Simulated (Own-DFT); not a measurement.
## Calculated data, HfO$_{2}$ (monoclinic hafnia, atoms displaced)

All values are calculated (Own-DFT development build). A calculation, not a measurement: plane-wave density functional theory by an unreviewed code, no spin, of a simulated periodic cell, stress positive in tension, run twice, with PBE and with PBEsol, both on files made for PBE, so the change isn't that of files made for PBEsol, hafnium file: forces about 75 meV/angstrom off all-electron values; oxygen file: force components 24 meV/angstrom off all-electron in one glass; forces on such cells passed a denser k mesh, this cell's mesh not checked; the far tail of each file's local potential was reset to the Coulomb form; each entry is a single point on an unrelaxed cell, so the pressure reflects the starting lattice, mostly measured values (interpolated for alloys), from which strain is counted, and rises with the displacements; printed positions are rounded, which can move forces by about a meV/angstrom; the program, named Own-DFT, is a retired in-house code; no spin-orbit coupling; stress was not checked against mesh or cutoff.

## HfO$_{2}$ (monoclinic hafnia, atoms displaced)

```xyz
96
Lattice="10.2340 0.0000 0.0000 0.0000 10.3500 0.0000 -1.6955 0.0000 10.4453" Properties=species:S:1:pos:R:3 HfO2
Hf     1.0968     0.1643     1.0673
Hf     3.4472     2.7802     1.5000
Hf     3.0391     5.0180     4.1663
Hf     0.9085     2.3949     3.6717
O      0.1291     1.6992     1.8484
O      4.6059     4.3292     0.7781
O      4.2472     3.5088     3.4240
O     -0.2620     0.9181     4.4503
O      1.9141     3.8955     2.4259
O      2.8230     1.3027     0.0450
O      2.3917     1.2269     2.7224
O      1.4078     3.8227     5.1157
Hf     0.2932     0.2082     6.3996
Hf     2.6126     2.7672     6.7495
Hf     2.2405     4.9332     9.4123
Hf    -0.0504     2.4138     8.9943
O     -0.7607     1.7479     7.0281
O      3.6934     4.2591     5.9645
O      3.3354     3.3748     8.7019
O     -1.1005     0.8562     9.6288
O      1.0266     3.8537     7.6692
O      1.9448     1.3497     5.3885
O      1.5739     1.3189     7.8975
O      0.6149     3.7847    10.3864
Hf     1.2348     5.3601     1.1470
Hf     3.5187     7.9370     1.5242
Hf     2.9747    10.1658     4.0844
Hf     0.7994     7.5367     3.7839
O      0.0573     6.9497     1.7650
O      4.6037     9.5895     0.7794
O      4.1608     8.6220     3.3979
O     -0.3456     6.0931     4.4332
O      1.8341     9.0451     2.4941
O      2.7401     6.5122     0.0563
O      2.3545     6.3691     2.7792
O      1.4075     9.0379     5.1339
Hf     0.3903     5.4562     6.3995
Hf     2.6973     7.9769     6.8541
Hf     2.1141    10.1385     9.3034
Hf     0.0003     7.5504     8.9043
O     -0.7985     6.9780     7.0334
O      3.7714     9.5191     5.9899
O      3.3070     8.6504     8.5781
O     -1.2132     6.1150     9.6352
O      0.9837     9.0645     7.8036
O      1.9188     6.6178     5.3998
O      1.4811     6.4872     7.9355
O      0.6700     9.0103    10.2875
Hf     6.3022     0.1468     1.1522
Hf     8.5036     2.7159     1.5530
Hf     8.2189     4.9818     4.1381
Hf     5.9280     2.3350     3.6183
O      5.1120     1.7872     1.7825
O      9.7196     4.3749     0.8181
O      9.2742     3.3420     3.3897
O      4.8716     0.8467     4.4441
O      7.0048     3.9824     2.5275
O      7.9419     1.3455     0.0970
O      7.4541     1.2388     2.7301
O      6.5189     3.8412     5.2096
Hf     5.4141     0.1490     6.2071
Hf     7.7033     2.7828     6.7835
Hf     7.3161     5.0238     9.3758
Hf     5.0292     2.3601     8.9259
O      4.3424     1.7018     7.0143
O      8.8995     4.2944     5.9999
O      8.4441     3.4796     8.6618
O      3.9182     0.8222     9.6420
O      6.2200     3.9281     7.8133
O      7.0222     1.2980     5.3272
O      6.6412     1.3108     7.9352
O      5.7451     3.8834    10.3147
Hf     6.3193     5.3662     1.0651
Hf     8.5857     7.9451     1.4995
Hf     8.1271    10.0655     4.1002
Hf     5.9266     7.5456     3.7671
O      5.1910     6.9755     1.7254
O      9.7237     9.4809     0.7998
O      9.2121     8.6324     3.4068
O      4.8503     6.0041     4.3659
O      7.0933     9.1558     2.5366
O      7.9613     6.5567     0.0646
O      7.5253     6.4620     2.7366
O      6.5640     9.0294     5.0416
Hf     5.4702     5.3883     6.3552
Hf     7.7457     7.9631     6.7423
Hf     7.3034    10.1304     9.3513
Hf     4.9873     7.5727     8.9432
O      4.3464     6.9195     7.0174
O      8.9116     9.5182     6.0558
O      8.4303     8.5876     8.7545
O      3.9134     6.0073     9.5517
O      6.2013     9.1519     7.7396
O      7.0602     6.4860     5.3206
O      6.6993     6.3660     7.9672
O      5.7124     9.0068    10.3642
```

- functional: PBE, then PBEsol
- potential files: PseudoDojo norm-conserving, scalar-relativistic, standard set
- wave cutoff: 72 hartree
- occupations: Fermi-Dirac
- smearing width: 0.1 eV
- k mesh: 2 x 2 x 2 centred on Gamma
- PBE pressure: 5.63 GPa
- PBE stress xx: -6.18 GPa
- PBE stress yy: -5.47 GPa
- PBE stress zz: -5.23 GPa
- PBE stress yz: -0.1 GPa
- PBE stress xz: -1.09 GPa
- PBE stress xy: 0.17 GPa
- PBEsol pressure: -0.83 GPa
- PBEsol stress xx: 0.31 GPa
- PBEsol stress yy: 0.96 GPa
- PBEsol stress zz: 1.23 GPa
- PBEsol stress yz: -0.09 GPa
- PBEsol stress xz: -0.7 GPa
- PBEsol stress xy: 0.15 GPa
- rms change of force components from PBE to PBEsol: 0.045 eV/Å

Force:
```
force element  PBE force x (eV/Å)  PBE force y (eV/Å)  PBE force z (eV/Å)  PBEsol force x (eV/Å)  PBEsol force y (eV/Å)  PBEsol force z (eV/Å)
           Hf               2.829               0.226               0.435                  2.744                  0.274                  0.393
           Hf              -0.941              -0.278               0.064                 -0.935                 -0.226                  0.078
           Hf                0.01              -1.846              -0.187                  0.026                 -1.867                 -0.169
           Hf              -1.665              -0.448               1.582                  -1.63                 -0.497                  1.537
            O               -1.32               0.414              -0.982                 -1.273                  0.401                 -0.911
            O               0.457               0.266               0.568                  0.447                   0.28                  0.483
            O               -0.79               0.055              -0.415                 -0.779                  0.042                 -0.448
            O              -1.272              -1.034              -0.355                 -1.206                 -1.012                 -0.295
            O              -0.046               0.023               1.122                  0.007                  0.017                  1.077
            O               0.121               0.448               0.941                  0.069                  0.443                    0.9
            O               0.659               0.298              -0.303                   0.58                  0.306                 -0.271
            O               0.398               1.194              -0.513                  0.457                  1.153                 -0.503
           Hf               1.898               1.206              -1.548                  1.851                  1.236                 -1.558
           Hf              -0.838              -0.557              -0.506                 -0.848                 -0.527                 -0.478
           Hf              -1.948              -0.389              -1.505                 -1.876                 -0.431                 -1.419
           Hf               0.262                0.02              -1.765                  0.273                 -0.031                 -1.746
            O               -0.67               0.333               0.641                 -0.644                  0.325                  0.672
            O               1.708               1.699               1.048                  1.658                  1.681                   0.97
            O              -0.653               1.037              -0.097                 -0.636                  1.002                 -0.135
            O              -1.886              -1.026              -0.156                 -1.828                  -1.01                 -0.085
            O               0.071               1.537               0.974                  0.122                  1.487                   0.94
            O               0.896              -0.489               -0.92                  0.821                 -0.467                 -0.897
            O              -0.511              -1.332               1.232                 -0.552                 -1.293                  1.207
            O               0.207               0.984              -0.378                  0.267                  0.947                 -0.357
           Hf              -1.154               0.835              -1.477                 -1.131                  0.845                  -1.47
           Hf              -2.179               1.646              -0.617                 -2.114                  1.659                 -0.571
           Hf              -0.563              -0.561               0.934                 -0.575                 -0.598                   0.93
           Hf               0.305               1.872              -1.244                  0.322                  1.791                 -1.219
            O               0.711              -0.535               0.678                  0.681                 -0.513                  0.704
            O              -0.679              -1.644               0.824                  -0.65                 -1.589                  0.754
            O               0.579              -0.103               0.338                  0.556                 -0.116                  0.277
            O              -0.521              -0.802               0.317                 -0.503                 -0.785                  0.353
            O               0.334               0.268              -0.014                  0.383                  0.265                      0
            O                 1.2              -0.465               1.107                   1.11                 -0.454                  1.075
            O               0.039               0.928              -0.483                 -0.027                  0.902                 -0.459
            O                0.53               0.144              -0.144                  0.574                  0.136                 -0.166
           Hf              -0.356              -1.807              -1.127                 -0.333                 -1.716                  -1.13
           Hf              -2.868               0.916              -3.277                 -2.801                  0.924                 -3.168
           Hf              -0.012               1.999               0.863                 -0.044                  1.919                   0.88
           Hf              -1.277               0.485               1.675                 -1.227                   0.44                  1.624
            O               0.251              -0.705              -0.522                  0.251                 -0.674                 -0.455
            O              -1.409              -1.414               0.015                 -1.364                 -1.356                 -0.029
            O               1.377              -0.169               1.817                  1.341                 -0.204                  1.717
            O              -0.013              -0.892               0.177                 -0.014                 -0.879                  0.209
            O               0.486               0.871              -1.142                  0.532                  0.844                 -1.087
            O                0.52               -1.32              -0.272                  0.425                 -1.296                 -0.267
            O               1.258              -1.242               0.284                  1.151                 -1.185                   0.26
            O              -0.304              -0.303               0.882                 -0.228                 -0.295                  0.829
           Hf               0.509               1.134              -1.766                    0.5                  1.136                 -1.766
           Hf               1.499               1.758              -0.453                  1.449                  1.759                 -0.403
           Hf              -0.769              -1.622               0.398                 -0.752                 -1.624                  0.427
           Hf               0.055               1.765               2.586                  0.045                  1.672                  2.507
            O                1.67              -1.313              -0.111                  1.629                 -1.267                 -0.043
            O               0.066              -0.806               0.848                   0.08                 -0.753                  0.769
            O               0.149               1.013               0.486                  0.137                   0.98                  0.414
            O              -2.589              -0.432              -2.303                 -2.505                  -0.44                  -2.19
            O              -0.229              -0.431              -0.571                 -0.163                 -0.434                 -0.572
            O              -0.269              -0.503               0.506                 -0.318                 -0.491                  0.502
            O               0.298               0.104              -0.689                  0.225                  0.113                 -0.682
            O               0.318               0.006              -0.839                  0.364                  0.022                 -0.802
           Hf               2.646               2.116               2.537                   2.58                   2.13                  2.431
           Hf              -0.332              -0.116               -0.71                 -0.345                  -0.07                 -0.654
           Hf               0.416              -1.111               0.244                  0.391                 -1.128                   0.25
           Hf               1.583              -0.743              -0.091                  1.548                 -0.774                 -0.116
            O               -0.18               0.224               0.125                 -0.181                  0.233                  0.173
            O                0.54               0.849               0.235                  0.518                  0.857                  0.178
            O               1.101              -0.427               0.312                  1.065                 -0.436                  0.256
            O               0.099              -0.084              -0.057                  0.099                 -0.085                  -0.01
            O              -1.416               0.469              -0.984                 -1.307                  0.457                  -0.96
            O               0.992               0.359              -0.076                  0.894                  0.343                 -0.084
            O                0.28              -0.781               0.625                  0.224                 -0.742                  0.619
            O              -0.892              -0.222               0.931                  -0.82                 -0.204                   0.91
           Hf               1.846              -0.039               0.578                  1.809                 -0.021                  0.533
           Hf              -0.312               -0.18                0.26                 -0.307                 -0.139                  0.285
           Hf               1.018               3.033                1.52                  0.953                  2.899                  1.488
           Hf               0.565               0.008              -1.448                  0.571                 -0.039                 -1.425
            O               1.202              -0.894               0.137                  1.155                 -0.868                  0.185
            O              -0.728              -0.051              -0.065                 -0.702                 -0.032                 -0.117
            O               2.284              -1.402               0.418                  2.201                 -1.375                  0.364
            O              -1.252              -0.109               0.524                 -1.216                 -0.104                  0.572
            O              -1.695              -0.794              -0.902                 -1.585                 -0.758                 -0.871
            O              -1.363              -0.336               0.401                 -1.378                 -0.332                  0.393
            O              -0.656               0.112              -0.257                 -0.695                  0.123                  -0.24
            O               0.024              -0.801               0.825                  0.079                 -0.778                  0.778
           Hf               1.685              -2.278              -0.492                  1.687                 -2.194                 -0.522
           Hf              -0.674               0.544               0.915                 -0.645                  0.565                  0.928
           Hf              -0.532               0.752              -0.892                 -0.531                  0.671                 -0.851
           Hf               2.952               0.347               0.177                  2.884                  0.288                  0.146
            O               0.355              -0.036               0.182                  0.335                 -0.012                  0.246
            O              -1.695              -1.304               -0.14                 -1.651                 -1.267                 -0.181
            O               0.141               0.095              -0.919                  0.131                  0.096                  -0.95
            O               0.101               0.203               0.422                  0.097                  0.192                  0.469
            O              -0.504              -1.049              -0.279                  -0.42                 -1.031                 -0.263
            O               0.124               0.674               0.729                  0.055                  0.662                  0.708
            O              -1.214               1.761              -1.195                 -1.237                   1.71                 -1.159
            O              -0.449               0.192              -0.255                 -0.376                  0.191                 -0.246
```
